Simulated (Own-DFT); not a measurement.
# Computed records: SiC (4H silicon carbide, atoms displaced)

Computed with Own-DFT development build. A calculation, not a measurement: plane-wave PBE density functional theory by an unreviewed code, no spin, of a simulated periodic cell, stress positive in tension, free energy of the whole cell less one offset for each atom, forces on such cells passed a denser k mesh, this cell's mesh not checked; offsets are fitted by least squares, one for each functional and potential file, so energies compare only between cells with the same atoms and settings and are not formation energies; the far tail of each file's local potential was reset to the Coulomb form; each entry is a single point on an unrelaxed cell, so the pressure reflects the starting lattice, mostly measured values (interpolated for alloys), from which strain is counted, and rises with the displacements; printed positions are rounded, which can move forces by about a meV/angstrom; the program, named Own-DFT, is a retired in-house code; no spin-orbit coupling.

Common to all runs: functional PBE; potential files PseudoDojo norm-conserving, scalar-relativistic, standard set; wave cutoff 42 hartree; occupations Fermi-Dirac; smearing width 0.1 eV; hardware one NVIDIA H200; k mesh 3 x 3 x 3 centred on Gamma.

```json
{"entry": 1, "formula": "SiC", "kind": "4H silicon carbide, atoms displaced", "structure": {"cell_angstrom": [[12.3308, 0.0, 0.0], [-6.1654, 10.6788, 0.0], [0.0, 0.0, 10.0681]], "atoms_fractional": [["Si", 0.99486, 0.99595, 0.41025], ["Si", 0.08972, 0.18041, 0.16035], ["C", 0.99476, 0.99049, 0.09796], ["C", 0.08537, 0.17636, 0.34233], ["Si", 0.99964, 0.25147, 0.41573], ["Si", 0.08399, 0.41723, 0.16063], ["C", 0.00504, 0.25858, 0.09861], ["C", 0.08193, 0.42172, 0.34443], ["Si", 0.99268, 0.50385, 0.40826], ["Si", 0.0817, 0.66941, 0.15565], ["C", 0.99226, 0.49453, 0.08308], ["C", 0.09311, 0.66963, 0.35032], ["Si", 0.99624, 0.74658, 0.40186], ["Si", 0.08731, 0.913, 0.15586], ["C", 0.99337, 0.75265, 0.08935], ["C", 0.07881, 0.91993, 0.34277], ["Si", 0.24574, 0.00027, 0.40145], ["Si", 0.33462, 0.17111, 0.15488], ["C", 0.24646, 0.99878, 0.09401], ["C", 0.33727, 0.17114, 0.33335], ["Si", 0.25633, 0.25477, 0.40973], ["Si", 0.33341, 0.41947, 0.17188], ["C", 0.24852, 0.2378, 0.09278], ["C", 0.32397, 0.4169, 0.3441], ["Si", 0.24937, 0.50816, 0.4026], ["Si", 0.33025, 0.66242, 0.15327], ["C", 0.24918, 0.49892, 0.09451], ["C", 0.33642, 0.66439, 0.34546], ["Si", 0.25045, 0.75418, 0.40402], ["Si", 0.32189, 0.90302, 0.14995], ["C", 0.25535, 0.75449, 0.08976], ["C", 0.32119, 0.90569, 0.34195], ["Si", 0.51017, 0.00646, 0.40777], ["Si", 0.57524, 0.16402, 0.15263], ["C", 0.49449, 0.9983, 0.10131], ["C", 0.59474, 0.16522, 0.34347], ["Si", 0.49653, 0.24696, 0.40203], ["Si", 0.58933, 0.42381, 0.15325], ["C", 0.51085, 0.2465, 0.09195], ["C", 0.58627, 0.41487, 0.33302], ["Si", 0.49899, 0.49427, 0.40168], ["Si", 0.59142, 0.66619, 0.15432], ["C", 0.49782, 0.49378, 0.09332], ["C", 0.58584, 0.66905, 0.33319], ["Si", 0.49342, 0.75116, 0.40121], ["Si", 0.58609, 0.91865, 0.14829], ["C", 0.50262, 0.74262, 0.09576], ["C", 0.58868, 0.92664, 0.33181], ["Si", 0.7473, 0.99984, 0.40434], ["Si", 0.83579, 0.16293, 0.163], ["C", 0.74378, 0.98982, 0.10288], ["C", 0.83868, 0.16478, 0.34115], ["Si", 0.75429, 0.25644, 0.406], ["Si", 0.84708, 0.4205, 0.15327], ["C", 0.75274, 0.24724, 0.10644], ["C", 0.83227, 0.41333, 0.35364], ["Si", 0.74804, 0.49276, 0.41692], ["Si", 0.8381, 0.65919, 0.16348], ["C", 0.75492, 0.50013, 0.09764], ["C", 0.82905, 0.66237, 0.3471], ["Si", 0.7621, 0.75178, 0.41008], ["Si", 0.82743, 0.91536, 0.15589], ["C", 0.75275, 0.75372, 0.10228], ["C", 0.82844, 0.91242, 0.34037], ["Si", 0.00375, 0.00234, 0.9075], ["Si", 0.90983, 0.83284, 0.6536], ["C", 0.99771, 0.99005, 0.59299], ["C", 0.91262, 0.82874, 0.84322], ["Si", 0.00734, 0.7529, 0.90078], ["Si", 0.91116, 0.5851, 0.6557], ["C", 0.01053, 0.76294, 0.58877], ["C", 0.91583, 0.58247, 0.8559], ["Si", 0.00469, 0.50323, 0.90261], ["Si", 0.90954, 0.325, 0.65842], ["C", 0.00194, 0.50408, 0.60131], ["C", 0.91678, 0.33968, 0.83676], ["Si", 0.99251, 0.24423, 0.915], ["Si", 0.91813, 0.08658, 0.6622], ["C", 0.00285, 0.24816, 0.59216], ["C", 0.91023, 0.08871, 0.85238], ["Si", 0.74211, 0.99276, 0.90044], ["Si", 0.66114, 0.83578, 0.65513], ["C", 0.75733, 0.00686, 0.59282], ["C", 0.66416, 0.8257, 0.84945], ["Si", 0.7555, 0.74729, 0.91336], ["Si", 0.66255, 0.58525, 0.64321], ["C", 0.75053, 0.75429, 0.59783], ["C", 0.6711, 0.58529, 0.83749], ["Si", 0.75513, 0.50183, 0.90815], ["Si", 0.66148, 0.32498, 0.65286], ["C", 0.75043, 0.49475, 0.59599], ["C", 0.67644, 0.33617, 0.85107], ["Si", 0.75186, 0.25052, 0.89771], ["Si", 0.67132, 0.09271, 0.65515], ["C", 0.75018, 0.24671, 0.5944], ["C", 0.659, 0.08322, 0.84833], ["Si", 0.49734, 0.99227, 0.91006], ["Si", 0.41427, 0.8338, 0.65054], ["C", 0.51357, 0.00315, 0.58584], ["C", 0.42233, 0.842, 0.84565], ["Si", 0.49775, 0.75052, 0.90651], ["Si", 0.41086, 0.58145, 0.65264], ["C", 0.49487, 0.75252, 0.59388], ["C", 0.41807, 0.58372, 0.85669], ["Si", 0.50596, 0.5067, 0.91839], ["Si", 0.41653, 0.3294, 0.66637], ["C", 0.49773, 0.50103, 0.60034], ["C", 0.3999, 0.32945, 0.84672], ["Si", 0.50277, 0.25137, 0.90009], ["Si", 0.413, 0.0794, 0.65305], ["C", 0.5002, 0.2513, 0.59495], ["C", 0.4142, 0.09135, 0.83535], ["Si", 0.2584, 0.99993, 0.90924], ["Si", 0.17389, 0.84212, 0.65], ["C", 0.24903, 0.00877, 0.58533], ["C", 0.16752, 0.83458, 0.84823], ["Si", 0.25346, 0.74307, 0.91349], ["Si", 0.16982, 0.58699, 0.65875], ["C", 0.24711, 0.75128, 0.59029], ["C", 0.16798, 0.58385, 0.85032], ["Si", 0.24705, 0.5082, 0.90215], ["Si", 0.16906, 0.33649, 0.65825], ["C", 0.25067, 0.49659, 0.59502], ["C", 0.16949, 0.33775, 0.84489], ["Si", 0.25346, 0.24745, 0.91026], ["Si", 0.17891, 0.08567, 0.65267], ["C", 0.24205, 0.24286, 0.59793], ["C", 0.16999, 0.08064, 0.8497]]}, "results": {"free_energy_of_cell_above_offsets [eV]": "-7.014", "pressure [GPa]": 5.84, "stress_xx [GPa]": -5.29, "stress_yy [GPa]": -6.1, "stress_zz [GPa]": -6.13, "stress_yz [GPa]": -0.01, "stress_xz [GPa]": 0.21, "stress_xy [GPa]": -1.18, "force_element": ["Si", "Si", "C", "C", "Si", "Si", "C", "C", "Si", "Si", "C", "C", "Si", "Si", "C", "C", "Si", "Si", "C", "C", "Si", "Si", "C", "C", "Si", "Si", "C", "C", "Si", "Si", "C", "C", "Si", "Si", "C", "C", "Si", "Si", "C", "C", "Si", "Si", "C", "C", "Si", "Si", "C", "C", "Si", "Si", "C", "C", "Si", "Si", "C", "C", "Si", "Si", "C", "C", "Si", "Si", "C", "C", "Si", "Si", "C", "C", "Si", "Si", "C", "C", "Si", "Si", "C", "C", "Si", "Si", "C", "C", "Si", "Si", "C", "C", "Si", "Si", "C", "C", "Si", "Si", "C", "C", "Si", "Si", "C", "C", "Si", "Si", "C", "C", "Si", "Si", "C", "C", "Si", "Si", "C", "C", "Si", "Si", "C", "C", "Si", "Si", "C", "C", "Si", "Si", "C", "C", "Si", "Si", "C", "C", "Si", "Si", "C", "C"], "force_x [eV/angstrom]": [-0.727, 0.357, -0.211, 1.141, 0.462, -0.602, -0.475, -0.491, 2.924, 0.201, 4.005, -3.485, 1.067, -2.949, 2.822, 1.292, 0.3, 2.354, 1.989, -0.518, -1.793, 0.293, -1.723, 1.896, -0.281, 1.492, -0.402, -2.53, 1.841, 0.443, -0.556, 0.94, -1.046, 4.941, 0.114, -3.371, 1.861, 1.003, -5.247, -0.594, -0.602, -1.251, 0.007, 0.124, 3.276, -1.714, -1.861, -0.665, 1.229, -0.637, 0.506, -0.878, 1.539, -4.286, -0.298, -0.296, -0.624, -2.459, 0.067, 2.207, -3.883, 2.459, 1.543, 0.492, -0.698, 2.375, -0.455, 1.147, -2.478, 2.331, -1.795, 1.137, -1.595, 1.802, -0.523, 1.027, 0.718, 1.243, -0.929, 1.456, 0.106, 1.021, -1.463, -0.171, -1.112, 1.245, -1.059, -0.355, -1.156, 0.904, -1.868, -2.653, 0.803, 0.986, -0.892, 1.544, -1.529, 0.152, -2.944, -0.614, 1.103, 1.397, 0.885, -1.148, -0.515, -1.509, -0.057, 5.968, -0.378, 1.083, -0.39, 2.004, -2.171, -1.05, 3.917, 2.389, -1.331, -0.569, 1.052, -1.105, 3.866, -0.292, -1.484, -0.746, -3.926, -4.827, 1.604, -0.211], "force_y [eV/angstrom]": [1.648, -3.35, 2.256, -1.134, 0.272, 1.043, -1.73, -0.123, -0.132, -0.626, 2.769, -1.183, 1.542, 1.08, -0.716, -1.158, -0.168, -1.586, 0.106, -0.76, -1.297, -1.025, 3.406, 0.392, -2.239, 0.765, -0.108, 1.48, -1.737, 5.097, -4.331, 3.781, -1.443, -0.775, -1.016, 1.039, 0.482, -2.162, 2.603, -0.265, 1.798, -0.367, 0.957, -0.778, 1.306, -1.784, 1.323, -2.122, 0.043, 0.151, 3.135, 0.804, -3.019, -3.179, 0.162, 2.29, 0.731, 1.636, -0.277, -1.139, 0.267, -0.137, -2.14, 0.783, -1.015, -0.145, 3.106, 1.392, -0.573, 1.109, -2.471, 1.318, -1.019, 2.375, -0.888, -1.418, 3.296, -0.811, 0.707, -2.087, 0.633, 0.194, -0.903, 0.81, 0.043, -0.154, -1.159, -0.953, -0.008, 1.598, 0.215, -0.212, -0.291, -3.125, 1.753, -0.188, 3.794, 1.108, -0.742, -3.725, -0.316, 0.949, -0.942, 0.413, -1.332, 0.796, -1.283, 2.875, 0.769, 0.857, -0.826, -1.901, 0.107, -0.701, -2.089, 0.054, 2.566, -0.756, 0.443, 1.283, -3.277, -1.488, 1.283, -1.001, -1.15, -0.801, 2.569, 0.186], "force_z [eV/angstrom]": [-1.519, -0.479, -0.677, 1.745, -2.743, -0.497, -0.61, 1.02, 1.281, -0.344, 1.374, -2.239, 0.856, 0.162, 0.781, -0.165, -1.058, -1.018, 0.041, 2.545, -0.41, -4.711, 0.448, 2.528, 1.373, 0.787, -0.027, -1.283, 1.133, 2.366, 0.634, -0.453, -2.116, 2.007, -1.873, -0.082, -0.111, -0.644, -1.5, 2.91, 0.265, -0.131, 2.091, 3.491, -0.152, 1.352, -0.613, 2.118, -0.054, -1.418, -3.135, 2.403, -0.158, 1.66, -2.221, -2.011, -2.43, -1.047, -0.52, 0.452, -0.832, 0.665, -1.584, 1.453, 0.71, 1.551, 0.966, -0.356, 0.696, 1.214, 0.523, -2.569, -0.4, -1.03, -0.819, 1.849, -1.134, -0.617, 2.001, -1.213, 1.814, 0.645, 0.533, -1.257, -0.293, 2.633, -1.629, 1.226, 0.242, 1.683, 0.178, -2.147, 3.302, 1.06, -1.013, -1.16, 0.791, 0.843, 1.867, -1.375, 0.719, 1.868, -0.804, -2.327, -3.399, -1.195, -1.946, -0.149, 1.206, -0.784, -0.768, 0.921, -0.158, 1.318, -0.395, -1.339, -2.418, -0.418, 0.623, -1.843, 1.879, 0.659, -0.893, 0.73, 0.317, 2.683, -1.096, -1.383], "wall_time [s]": 545.9}}
{"entry": 2, "formula": "SiC", "kind": "4H silicon carbide, atoms displaced", "structure": {"cell_angstrom": [[12.3308, 0.0, 0.0], [-6.1654, 10.6788, 0.0], [0.0, 0.0, 10.0681]], "atoms_fractional": [["Si", 0.00185, 0.00317, 0.40553], ["Si", 0.07739, 0.16723, 0.15443], ["C", 0.99622, 0.00203, 0.09951], ["C", 0.0933, 0.16575, 0.35253], ["Si", 0.00213, 0.25167, 0.40801], ["Si", 0.08054, 0.41643, 0.16107], ["C", 0.9956, 0.24068, 0.09599], ["C", 0.09358, 0.42111, 0.34076], ["Si", 0.009, 0.50084, 0.40693], ["Si", 0.07104, 0.66394, 0.16035], ["C", 0.99957, 0.5034, 0.09207], ["C", 0.07961, 0.66626, 0.35098], ["Si", 0.00236, 0.74633, 0.40489], ["Si", 0.08146, 0.91782, 0.16289], ["C", 0.00767, 0.75977, 0.0959], ["C", 0.08574, 0.92497, 0.34294], ["Si", 0.24684, 0.9943, 0.39982], ["Si", 0.33146, 0.16262, 0.15854], ["C", 0.25518, 0.0016, 0.09428], ["C", 0.33167, 0.1715, 0.34604], ["Si", 0.24495, 0.24045, 0.42104], ["Si", 0.33663, 0.42303, 0.15812], ["C", 0.25445, 0.2596, 0.09839], ["C", 0.33209, 0.41244, 0.34652], ["Si", 0.24796, 0.49932, 0.395], ["Si", 0.32417, 0.66233, 0.15356], ["C", 0.26118, 0.50338, 0.09397], ["C", 0.33117, 0.65533, 0.33637], ["Si", 0.25261, 0.74962, 0.41449], ["Si", 0.33266, 0.91312, 0.1545], ["C", 0.25134, 0.75217, 0.09148], ["C", 0.33828, 0.90989, 0.34792], ["Si", 0.50227, 0.99556, 0.41371], ["Si", 0.58554, 0.16902, 0.15518], ["C", 0.49978, 0.00021, 0.09956], ["C", 0.58317, 0.16679, 0.34966], ["Si", 0.51104, 0.2529, 0.40036], ["Si", 0.57277, 0.40982, 0.15412], ["C", 0.49323, 0.24404, 0.09943], ["C", 0.58865, 0.4105, 0.34703], ["Si", 0.50027, 0.50583, 0.40544], ["Si", 0.58448, 0.67171, 0.16098], ["C", 0.49142, 0.49554, 0.09054], ["C", 0.58581, 0.66577, 0.34454], ["Si", 0.49588, 0.74899, 0.40393], ["Si", 0.57533, 0.91805, 0.16161], ["C", 0.4992, 0.74987, 0.08934], ["C", 0.58214, 0.91564, 0.33577], ["Si", 0.74677, 0.99597, 0.40483], ["Si", 0.82776, 0.17168, 0.14988], ["C", 0.74516, 0.0099, 0.09558], ["C", 0.83217, 0.16468, 0.33795], ["Si", 0.74925, 0.25006, 0.40211], ["Si", 0.83927, 0.41838, 0.16624], ["C", 0.74214, 0.24939, 0.09401], ["C", 0.83227, 0.41258, 0.34327], ["Si", 0.74868, 0.49816, 0.40256], ["Si", 0.82558, 0.66158, 0.16583], ["C", 0.74638, 0.50044, 0.09634], ["C", 0.83255, 0.66453, 0.32995], ["Si", 0.75009, 0.74374, 0.41537], ["Si", 0.83793, 0.91605, 0.16264], ["C", 0.75562, 0.75755, 0.08856], ["C", 0.82626, 0.9196, 0.34754], ["Si", 0.0015, 0.99717, 0.91108], ["Si", 0.92735, 0.84835, 0.65102], ["C", 0.0009, 0.99476, 0.60304], ["C", 0.91562, 0.83204, 0.84557], ["Si", 0.98738, 0.74612, 0.91319], ["Si", 0.91166, 0.57742, 0.66075], ["C", 0.00193, 0.75112, 0.59633], ["C", 0.90838, 0.57936, 0.83732], ["Si", 0.99908, 0.49401, 0.9186], ["Si", 0.91627, 0.33091, 0.64476], ["C", 0.99416, 0.49227, 0.59368], ["C", 0.92394, 0.33213, 0.85089], ["Si", 0.01525, 0.26039, 0.90357], ["Si", 0.91741, 0.0824, 0.65159], ["C", 0.99891, 0.25166, 0.60577], ["C", 0.91724, 0.08802, 0.84225], ["Si", 0.75544, 0.99182, 0.89743], ["Si", 0.65924, 0.83555, 0.64843], ["C", 0.74315, 0.99787, 0.60025], ["C", 0.65745, 0.82692, 0.84326], ["Si", 0.75263, 0.75711, 0.91062], ["Si", 0.67627, 0.57936, 0.65133], ["C", 0.75134, 0.75138, 0.5996], ["C", 0.67718, 0.58202, 0.83187], ["Si", 0.75886, 0.50824, 0.91114], ["Si", 0.67174, 0.34311, 0.65342], ["C", 0.75069, 0.49892, 0.58896], ["C", 0.66635, 0.33248, 0.84338], ["Si", 0.75441, 0.25109, 0.91082], ["Si", 0.66145, 0.08403, 0.65374], ["C", 0.76328, 0.25316, 0.5949], ["C", 0.675, 0.08226, 0.85006], ["Si", 0.50004, 0.99708, 0.91629], ["Si", 0.4089, 0.82677, 0.64808], ["C", 0.4925, 0.99654, 0.60393], ["C", 0.4146, 0.83807, 0.85462], ["Si", 0.50669, 0.75245, 0.90684], ["Si", 0.4177, 0.587, 0.65653], ["C", 0.50458, 0.75395, 0.59894], ["C", 0.4169, 0.58603, 0.83344], ["Si", 0.50373, 0.50439, 0.91462], ["Si", 0.41932, 0.32618, 0.66033], ["C", 0.50388, 0.49928, 0.59474], ["C", 0.40723, 0.33828, 0.84193], ["Si", 0.50495, 0.25275, 0.90219], ["Si", 0.41907, 0.08425, 0.66604], ["C", 0.50273, 0.25536, 0.58919], ["C", 0.41108, 0.0758, 0.85106], ["Si", 0.25876, 0.99757, 0.90427], ["Si", 0.15831, 0.82554, 0.65955], ["C", 0.25477, 0.00197, 0.59364], ["C", 0.16381, 0.83407, 0.8437], ["Si", 0.24225, 0.74448, 0.89863], ["Si", 0.16049, 0.58375, 0.65193], ["C", 0.25238, 0.7532, 0.5956], ["C", 0.17158, 0.58511, 0.84248], ["Si", 0.23956, 0.49997, 0.90075], ["Si", 0.17012, 0.34003, 0.66216], ["C", 0.26156, 0.50357, 0.59592], ["C", 0.16549, 0.32864, 0.84469], ["Si", 0.24522, 0.25072, 0.90017], ["Si", 0.15448, 0.07065, 0.64358], ["C", 0.24864, 0.24861, 0.60052], ["C", 0.1671, 0.08787, 0.85222]]}, "results": {"free_energy_of_cell_above_offsets [eV]": "-5.052", "pressure [GPa]": 6.28, "stress_xx [GPa]": -6.25, "stress_yy [GPa]": -6.01, "stress_zz [GPa]": -6.59, "stress_yz [GPa]": 0.19, "stress_xz [GPa]": -0.09, "stress_xy [GPa]": -1.02, "force_element": ["Si", "Si", "C", "C", "Si", "Si", "C", "C", "Si", "Si", "C", "C", "Si", "Si", "C", "C", "Si", "Si", "C", "C", "Si", "Si", "C", "C", "Si", "Si", "C", "C", "Si", "Si", "C", "C", "Si", "Si", "C", "C", "Si", "Si", "C", "C", "Si", "Si", "C", "C", "Si", "Si", "C", "C", "Si", "Si", "C", "C", "Si", "Si", "C", "C", "Si", "Si", "C", "C", "Si", "Si", "C", "C", "Si", "Si", "C", "C", "Si", "Si", "C", "C", "Si", "Si", "C", "C", "Si", "Si", "C", "C", "Si", "Si", "C", "C", "Si", "Si", "C", "C", "Si", "Si", "C", "C", "Si", "Si", "C", "C", "Si", "Si", "C", "C", "Si", "Si", "C", "C", "Si", "Si", "C", "C", "Si", "Si", "C", "C", "Si", "Si", "C", "C", "Si", "Si", "C", "C", "Si", "Si", "C", "C", "Si", "Si", "C", "C"], "force_x [eV/angstrom]": [-1.168, 3.422, 1.548, -3.942, 0.307, 1.858, -1.817, -3.145, -2.007, 2.754, 0.268, 2.107, -2.375, 0.773, -1.904, -0.021, 1.862, -1.666, -1.084, 2.3, 1.705, -0.124, -0.729, -0.069, 3.819, 1.64, -4.02, -1.146, -0.007, -0.065, -1.614, -1.457, -1.053, -1.66, -1.079, 1.569, -3.608, 1.174, 1.23, -2.174, 0.647, 0.102, 2.322, -0.383, 0.998, 2.475, -0.322, -0.133, -1.358, 1.356, 1.695, 0.12, 1.131, -2.478, 1.604, 1.15, 0.993, 0.244, 0.781, 0.384, -0.559, -3.171, -0.462, 3.639, -0.619, -0.986, -3.445, -0.487, 2.34, 0.37, -1.346, 3.174, -0.49, 1.226, 0.438, -1.44, -3.375, -0.937, 1.982, 2.093, -2.324, 3.373, 1.006, 3.192, -0.02, -3.656, 0.602, -1.902, -2.241, 0.523, 1.665, 1.191, -0.152, 1.01, -4.871, -1.993, 0.878, 2.129, 1.363, 0.693, -3.899, 2.702, -3.084, -0.094, -0.364, -2.22, -0.162, 3.192, -2.347, -1.138, 1.956, 3.139, -4.641, 1.425, -1.066, -0.535, 1.018, 2.238, -1.954, -3.458, 4.919, 0.763, -3.876, 0.183, 1.943, 4.541, -0.277, 0.958], "force_y [eV/angstrom]": [-0.834, 0.246, -0.403, -0.047, -0.919, -0.449, 3.339, -1.713, -0.722, 1.896, -0.685, -0.626, 1.579, 1.63, -2.527, -2.732, 2.066, 1.249, -1.224, -1.698, 3.04, -2.351, -2.156, 0.508, -0.709, 1.56, -0.709, 3.06, -0.738, 0.559, -1.766, 0.628, 1.042, -1.166, 0.666, -1.462, -1.488, 0.715, 0.889, 2.346, -2.735, -0.363, 2.081, 1.044, -0.254, -0.453, 0.127, -0.5, 1.51, -1.315, -2.827, 0.753, -0.77, -0.729, 2.239, 1.489, 0.271, 1.34, -0.358, 0.361, 1.472, 1.27, -1.617, -1.84, 1.231, -7.763, 3.874, 1.218, 0.682, 1.085, -1.258, 0.893, 0.967, 0.697, 2.073, 0.99, -3.894, 0.06, -0.321, -0.767, 1.794, -0.447, 1.078, 1.577, -1.875, 1.405, 0.326, 0.751, -2.592, -3.011, 0.832, 0.957, -0.746, 0.385, -1.511, 0.089, 1.092, 2.042, 0.223, -2.044, -1.505, -0.417, -1.472, -0.141, -0.218, 2.195, 0.34, -0.374, -0.815, 0.398, -1.595, 2.968, -0.208, 2.814, -1.463, -1.535, 2.284, -0.739, -2.183, -0.685, -0.316, -1.043, -0.518, 3.223, -0.267, 4.099, -0.68, -2.324], "force_z [eV/angstrom]": [0.426, 1.51, -0.352, -1.242, 0.075, -2.156, -0.773, 0.803, 0.071, -0.342, 2.792, -1.044, 0.808, -1.949, 0.438, 0.975, 1.49, 0.139, 0.37, 0.033, -1.535, 0.972, -1.257, 0.001, 3.033, -0.988, -1.352, 1.409, -2.246, 0.845, 0.046, -0.689, -0.476, 1.162, -0.07, -1.04, 1.668, 0.673, -1.532, -1.719, 1.182, -1.688, 1.926, 0.34, 0.047, -3.19, 1.893, 3.674, 0.481, 0.615, -0.753, 1.124, 1.116, -2.565, 0.208, 1.343, -0.285, -6.382, 0.183, 7.303, -1.196, -0.62, 2.451, 0.301, -0.546, 3.023, -4.528, -0.497, -1.368, -1.965, -1.208, 2.733, -4.362, 4.04, -0.537, -0.826, 1.506, 1.981, -2.876, -0.141, 2.285, 2.522, -2.252, -1.388, -2.748, 0.584, -0.818, 3.482, -0.189, 0.799, -1.101, -0.007, -1.449, 2.206, -1.58, -1.03, -1.281, 3.874, -1.856, -2.044, -0.015, -0.501, -2.87, 3.378, -4.225, -0.722, -0.425, 0.819, 1.171, -1.278, 0.877, -1.13, 1.467, -0.048, -0.351, 0.267, 1.903, 0.748, -0.245, -0.785, 1.304, -1.217, -1.657, -0.832, 2.66, 3.918, 0.426, -1.554], "wall_time [s]": 570.7}}
```
